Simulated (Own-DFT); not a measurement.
# Stretching a layer in its plane: wurtzite GaN, 72 atoms (Ga36N36)

Source: density functional calculations with Own-DFT, an unreviewed in-house program that is no longer used. Nothing was measured or relaxed, and spin and spin-orbit coupling are left out.

All runs used: PBE; PseudoDojo norm-conserving scalar-relativistic files; cutoff 42 hartree; 4 x 4 x 3 k mesh centred on Gamma; Fermi-Dirac smearing of 0.1 eV.

Known weak points: forces not confirmed at this smearing and k mesh; stress not checked against mesh or cutoff.

Unstrained cell vectors in Å: (9.567, 0.000, 0.000); (-4.784, 8.285, 0.000); (0.000, 0.000, 10.370). The unstrained cell has measured lattice constants (interpolated for alloys), not those of this functional. That, the random moves and any unrelaxed bonds set the pressure at no strain. Each run strains x and y alike by e, as a substrate would, and holds the height along z. Each coordinate of each atom was shifted by a normal deviate of width 0.05 Å. Stress is positive in tension.

```
e (%)  u (Å)  (s_xx + s_yy)/2 (GPa)  s_zz (GPa)
-3.00  0.046                 -26.27      -12.49
-2.75  0.051                 -25.48      -11.22
-2.50  0.047                 -22.59      -11.95
-1.75  0.044                 -17.84       -9.77
-0.25  0.047                      ?           ?
 0.25  0.048                  -5.35       -8.49
 0.75  0.052                  -4.58       -6.60
 1.00  0.050                  -2.14       -7.29
 1.75  0.050                   1.24       -5.73
 2.75  0.046                   5.21       -3.39
```

## Working it out

With e as a fraction, the in-plane stress is -7.4 + 544 e - 3145 e² GPa (errors 12 and 747, scatter 0.64), and s_zz is -8.0 + 141 e GPa (slope ± 11, scatter 0.66). At e = 0 the first slope is C11 + C12 and the second 2 C13, both with the ions held to the strained lattice and at the cell's own pressure. The term in e² is negative: the layer stiffens under compression and softens under tension. A free layer would change its height as e changes, and the in-plane slope would drop by 2 C13²/C33 to the biaxial modulus. At fixed height, a misfit of 1 % moves the in-plane stress by about 5.4 GPa and s_zz by 1.4 GPa.

## Prediction

Question: what are the two stresses at e = -0.25 %?

The fitted form gives -8.8 and -8.4 GPa. DFT gave -9.05 and -7.97 GPa.
